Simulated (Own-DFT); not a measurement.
SiC (3C silicon carbide, strained, atoms displaced) (calculated)

All values are calculated (Own-DFT development build). A calculation, not a measurement: plane-wave PBE density functional theory by an unreviewed code, no spin, of a simulated periodic cell, stress positive in tension, free energy of the whole cell less one offset for each atom, forces on such cells passed a denser k mesh, this cell's mesh not checked; offsets are fitted by least squares, one for each functional and potential file, so energies compare only between cells with the same atoms and settings and are not formation energies; the far tail of each file's local potential was reset to the Coulomb form; each entry is a single point on an unrelaxed cell, so the pressure reflects the starting lattice, mostly measured values (interpolated for alloys), from which strain is counted, and rises with the displacements; printed positions are rounded, which can move forces by about a meV/angstrom; the program, named Own-DFT, is a retired in-house code; no spin-orbit coupling.

Entry: SiC (3C silicon carbide, strained, atoms displaced)

```cif
# cell vector a (Å): 13.1084 0.0852 0.0882
# cell vector b (Å): 0.0568 8.6735 0.0875
# cell vector c (Å): 0.0588 0.0875 8.8254
data_SiC
_symmetry_space_group_name_H-M 'P 1'
_symmetry_Int_Tables_number 1
_cell_length_a 13.1090
_cell_length_b 8.6741
_cell_length_c 8.8260
_cell_angle_alpha 88.852
_cell_angle_beta 89.229
_cell_angle_gamma 89.249
_cell_volume 1003.22
loop_
_atom_site_label
_atom_site_type_symbol
_atom_site_fract_x
_atom_site_fract_y
_atom_site_fract_z
_atom_site_occupancy
Si1 Si 0.99773 0.99482 0.00179 1
Si2 Si 0.99547 0.24733 0.24631 1
Si3 Si 0.16765 0.99406 0.24113 1
Si4 Si 0.17014 0.24586 0.00454 1
C1 C 0.08362 0.13663 0.12969 1
C2 C 0.08304 0.37425 0.37551 1
C3 C 0.24632 0.12491 0.36723 1
C4 C 0.24793 0.38206 0.11814 1
Si5 Si 0.99957 0.00193 0.50276 1
Si6 Si 0.99754 0.25730 0.75106 1
Si7 Si 0.16926 0.00379 0.75179 1
Si8 Si 0.16104 0.25031 0.49292 1
C5 C 0.08089 0.12242 0.62766 1
C6 C 0.08301 0.36819 0.87276 1
C7 C 0.24835 0.12739 0.88492 1
C8 C 0.25034 0.37217 0.62488 1
Si9 Si 0.00336 0.49471 0.01044 1
Si10 Si 0.00344 0.75661 0.24627 1
Si11 Si 0.15568 0.50233 0.24663 1
Si12 Si 0.16765 0.74811 0.99572 1
C9 C 0.08471 0.62809 0.12847 1
C10 C 0.08205 0.87903 0.37797 1
C11 C 0.24818 0.62269 0.37251 1
C12 C 0.24208 0.87573 0.12845 1
Si13 Si 0.99771 0.49184 0.50311 1
Si14 Si 0.99621 0.74101 0.75035 1
Si15 Si 0.17471 0.49440 0.74745 1
Si16 Si 0.16803 0.74310 0.50213 1
C13 C 0.08604 0.63338 0.62125 1
C14 C 0.08464 0.87956 0.87561 1
C15 C 0.24708 0.62674 0.87656 1
C16 C 0.25233 0.88238 0.62366 1
Si17 Si 0.33538 0.99396 0.00140 1
Si18 Si 0.33129 0.25140 0.24639 1
Si19 Si 0.50746 0.00603 0.24778 1
Si20 Si 0.49998 0.25222 0.99757 1
C17 C 0.41107 0.13458 0.12634 1
C18 C 0.41501 0.37877 0.37003 1
C19 C 0.58634 0.12640 0.36893 1
C20 C 0.57772 0.37370 0.12463 1
Si21 Si 0.33266 0.00187 0.49200 1
Si22 Si 0.31940 0.24973 0.75579 1
Si23 Si 0.50027 0.99318 0.75145 1
Si24 Si 0.50005 0.24768 0.50199 1
C21 C 0.41808 0.12325 0.62211 1
C22 C 0.41179 0.36984 0.87110 1
C23 C 0.58167 0.12083 0.87093 1
C24 C 0.57422 0.37085 0.63062 1
Si25 Si 0.33687 0.50284 0.99379 1
Si26 Si 0.33803 0.73708 0.24600 1
Si27 Si 0.49562 0.49391 0.24854 1
Si28 Si 0.49771 0.74347 0.00587 1
C25 C 0.41961 0.61868 0.11608 1
C26 C 0.42402 0.87364 0.38075 1
C27 C 0.57483 0.61885 0.37760 1
C28 C 0.58014 0.87744 0.12428 1
Si29 Si 0.33181 0.49897 0.50026 1
Si30 Si 0.33116 0.74694 0.75230 1
Si31 Si 0.50008 0.50038 0.74692 1
Si32 Si 0.50394 0.74356 0.49929 1
C29 C 0.42116 0.62547 0.61867 1
C30 C 0.42254 0.88363 0.87972 1
C31 C 0.58419 0.61819 0.87507 1
C32 C 0.58704 0.87769 0.61893 1
Si33 Si 0.66526 0.00197 0.99443 1
Si34 Si 0.67145 0.25235 0.25030 1
Si35 Si 0.83584 0.99616 0.25741 1
Si36 Si 0.82917 0.25249 0.98977 1
C33 C 0.74970 0.12695 0.12009 1
C34 C 0.75352 0.37411 0.37473 1
C35 C 0.91172 0.13022 0.38015 1
C36 C 0.92038 0.37193 0.13150 1
Si37 Si 0.67190 0.99989 0.51092 1
Si38 Si 0.66576 0.25001 0.75950 1
Si39 Si 0.83041 0.99424 0.74057 1
Si40 Si 0.83475 0.24714 0.50334 1
C37 C 0.74849 0.11722 0.62402 1
C38 C 0.75436 0.37618 0.87883 1
C39 C 0.91982 0.13609 0.87461 1
C40 C 0.92027 0.37707 0.62514 1
Si41 Si 0.66105 0.50192 0.00932 1
Si42 Si 0.66798 0.75691 0.24155 1
Si43 Si 0.83729 0.50184 0.25199 1
Si44 Si 0.83021 0.74764 0.99917 1
C41 C 0.75977 0.63225 0.12657 1
C42 C 0.75212 0.87170 0.38728 1
C43 C 0.91044 0.61915 0.37673 1
C44 C 0.91575 0.87275 0.12187 1
Si45 Si 0.66502 0.49669 0.49831 1
Si46 Si 0.66248 0.73791 0.74819 1
Si47 Si 0.83385 0.49949 0.75237 1
Si48 Si 0.83133 0.74664 0.49957 1
C45 C 0.75101 0.63128 0.62869 1
C46 C 0.75020 0.87217 0.87646 1
C47 C 0.91652 0.62895 0.87017 1
C48 C 0.91339 0.87214 0.62097 1
```

- functional: PBE
- potential files: PseudoDojo norm-conserving, scalar-relativistic, standard set
- wave cutoff: 42 hartree
- occupations: Fermi-Dirac
- smearing width: 0.1 eV
- hardware: one NVIDIA H200
- k mesh: 3 x 4 x 4 centred on Gamma
- free energy of cell above offsets: -8.930 eV
- pressure: 3.31 GPa
- stress xx: -3.26 GPa
- stress yy: -5.47 GPa
- stress zz: -1.2 GPa
- stress yz: 5.46 GPa
- stress xz: 4.76 GPa
- stress xy: 3.29 GPa
- wall time: 513.2 s

Force:
```csv
element,x (eV/Å),y (eV/Å),z (eV/Å)
Si,0.816,2.259,-0.758
Si,1.262,-0.175,2.004
Si,-2.04,2.571,2.814
Si,-1.513,1.763,-0.027
C,-0.314,-2.841,-0.601
C,-1.692,0.194,-0.591
C,0.411,-0.068,0.415
C,0.034,-0.084,0.92
Si,-0.132,-0.336,-0.021
Si,1.557,-1.395,0.022
Si,-0.751,-0.256,-0.098
Si,1.241,-1.171,1.069
C,0.255,1.078,-0.333
C,1.082,1.421,0.592
C,0.193,-2.018,-1.083
C,-0.671,0,-1.333
Si,-0.251,0.672,-1.997
Si,-1.202,-0.733,1.578
Si,3.528,-1.084,1.01
Si,-1.054,1.078,0.908
C,-1.261,0.506,-1.609
C,0.418,-0.666,-0.771
C,0.082,-0.486,0.025
C,3.647,-2.545,-2.351
Si,1.292,2.555,-1.328
Si,1.884,2.629,-1.036
Si,-3.048,1.177,0.695
Si,0.475,2.707,-1.08
C,-1.141,-2.948,1.393
C,-0.611,-1.248,-0.226
C,1.396,-0.696,-0.79
C,-0.417,-1.335,0.318
Si,-0.706,1.616,1.01
Si,-0.871,1.16,0.66
Si,-2.462,-0.144,0.836
Si,-1.14,-0.771,-0.224
C,2.022,-2.118,-0.842
C,-0.747,-1.44,1.151
C,0.672,0.219,1.62
C,1.44,-0.036,0.287
Si,0.915,0.054,0.607
Si,4.155,-0.764,-0.895
Si,0.496,1.681,-1.937
Si,-0.436,0.035,-0.947
C,-1.514,-0.265,0.797
C,0.643,1.006,-0.206
C,-0.096,0.635,0.861
C,3.134,-0.044,-0.82
Si,-1.293,-1.128,0.41
Si,-0.937,2.205,1.13
Si,0.933,0.753,0.402
Si,1.713,1.866,-1.691
C,-1.237,-0.153,1.196
C,-1.173,0.065,-2.017
C,2.649,-0.364,-2.097
C,0.993,-0.622,-0.972
Si,0.737,0.025,-0.568
Si,1.191,1.419,-1.09
Si,-1.314,-0.548,0.91
Si,-0.457,2.241,0.211
C,-1.844,-0.309,1.693
C,-1.641,-3.004,0.285
C,-1.277,0.452,0.392
C,-1.252,-1.894,1.815
Si,0.611,-0.558,0.715
Si,-0.689,-0.331,-0.264
Si,-0.888,0.595,-0.878
Si,2.555,-1.473,2.76
C,0.119,-0.593,0.487
C,-0.799,0.262,0.237
C,1.57,-1.432,-1.014
C,-2.153,1.058,-1.64
Si,-1.5,-0.11,-2.969
Si,0.07,0.065,-1.637
Si,1.144,0.275,2.187
Si,-0.833,0.959,0.446
C,0.497,2.872,1.175
C,-2.876,1.215,-1.048
C,-1.507,-2.283,-0.156
C,-2.36,-0.791,0.629
Si,2.098,-0.193,-0.686
Si,-0.019,-0.821,2.292
Si,-0.346,-0.713,-0.173
Si,2.029,1.387,-1.301
C,-3.409,-1.982,0.69
C,-1.129,0.849,-2.516
C,2.293,1.013,0.186
C,-0.287,0.097,0.713
Si,-0.05,0.126,0.567
Si,1.062,2.591,0.389
Si,0.287,0.798,-0.56
Si,1.183,-0.233,0.543
C,-0.648,-2.55,-0.544
C,-0.971,0.028,-0.699
C,-0.61,-2.108,2.178
C,0.785,-0.369,0.195
```
